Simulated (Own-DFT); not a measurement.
# Which defects push the lattice out? monoclinic HfO2

Source: density functional calculations with Own-DFT, an unreviewed in-house program that is no longer used. Nothing was measured or relaxed, and spin and spin-orbit coupling are left out.

Method: PBE; PseudoDojo norm-conserving scalar-relativistic files; cutoff 72 hartree; 2 x 2 x 2 k mesh centred on Gamma; Fermi-Dirac smearing of 0.1 eV.

Limits (not all hold for every row): a neutral cation vacancy leaves holes that likely carry spin, which these runs leave out; not probed for a lower state with spin; hafnium file: forces about 75 meV/angstrom off all-electron values; oxygen file: force components 24 meV/angstrom off all-electron in a glass; forces on such cells passed a denser k mesh, each cell not checked; stress not checked against mesh or cutoff.

All runs share one cell, with vectors in Å (10.234, 0.000, 0.000); (0.000, 10.350, 0.000); (-1.696, 0.000, 10.445) and a volume of 1106.4 Å³. u is the rms random offset of the atoms per axis. The defect's site can differ from row to row.

| cell | formula | u (Å) | P (GPa) |
|---|---|---|---|
| no defect | Hf32O64 | 0.0195 | 3.88 |
| no defect | Hf32O64 | 0.0516 | 6.17 |
| no defect | Hf32O64 | 0.0537 | 7.01 |
| one Si on a Hf site | Hf31O64Si | 0.0278 | 3.00 |
| one Si on a Hf site | Hf31O64Si | 0.0314 | 2.69 |
| one Si on a Hf site | Hf31O64Si | 0.0501 | 3.49 |
| two Al on a Hf site each and one O vacancy | Al2Hf30O63 | 0.0280 | 2.20 |
| two Al on a Hf site each and one O vacancy | Al2Hf30O63 | 0.0483 | 3.68 |
| two Al on a Hf site each and one O vacancy | Al2Hf30O63 | 0.0509 | 3.43 |
| one Hf vacancy | Hf31O64 | 0.0273 | 3.80 |
| one Hf vacancy | Hf31O64 | 0.0308 | 4.42 |
| one Hf vacancy | Hf31O64 | 0.0502 | 5.84 |
| one Hf vacancy | Hf31O64 | 0.0520 | ? |
| two Al on a Hf site each | Al2Hf30O64 | 0.0281 | 2.07 |
| two Al on a Hf site each | Al2Hf30O64 | 0.0454 | 3.37 |
| two Al on a Hf site each | Al2Hf30O64 | 0.0501 | 4.08 |

## Worked fit

P = P0 + c u² + a shift for each defect gives P0 = 3.83 GPa, c = 941 ± 117 GPa/Å² and a scatter of 0.39 GPa. The shifts, and each times the cell's volume:

- one Hf vacancy: -0.46 ± 0.32 GPa, -3.2 eV (not resolved)
- one Si on a Hf site: -2.11 ± 0.32 GPa, -14.6 eV
- two Al on a Hf site each: -2.33 ± 0.32 GPa, -16.1 eV (-8.0 eV for each of its 2 sites)
- two Al on a Hf site each and one O vacancy: -2.51 ± 0.32 GPa, -17.3 eV

A positive shift means that the defect pushes the cell outwards. Shift times volume (160.2 GPa Å³ is 1 eV) depends little on the cell's size, so, taken for each site, it can be compared between cells at like pressure. The atoms around the defects weren't relaxed, which would change these numbers.

## The run left out

The question: what pressure belongs in the blank (one Hf vacancy, u = 0.0520 Å)?

Estimate: 5.91 ± 0.47 GPa. DFT gave 5.43 GPa.
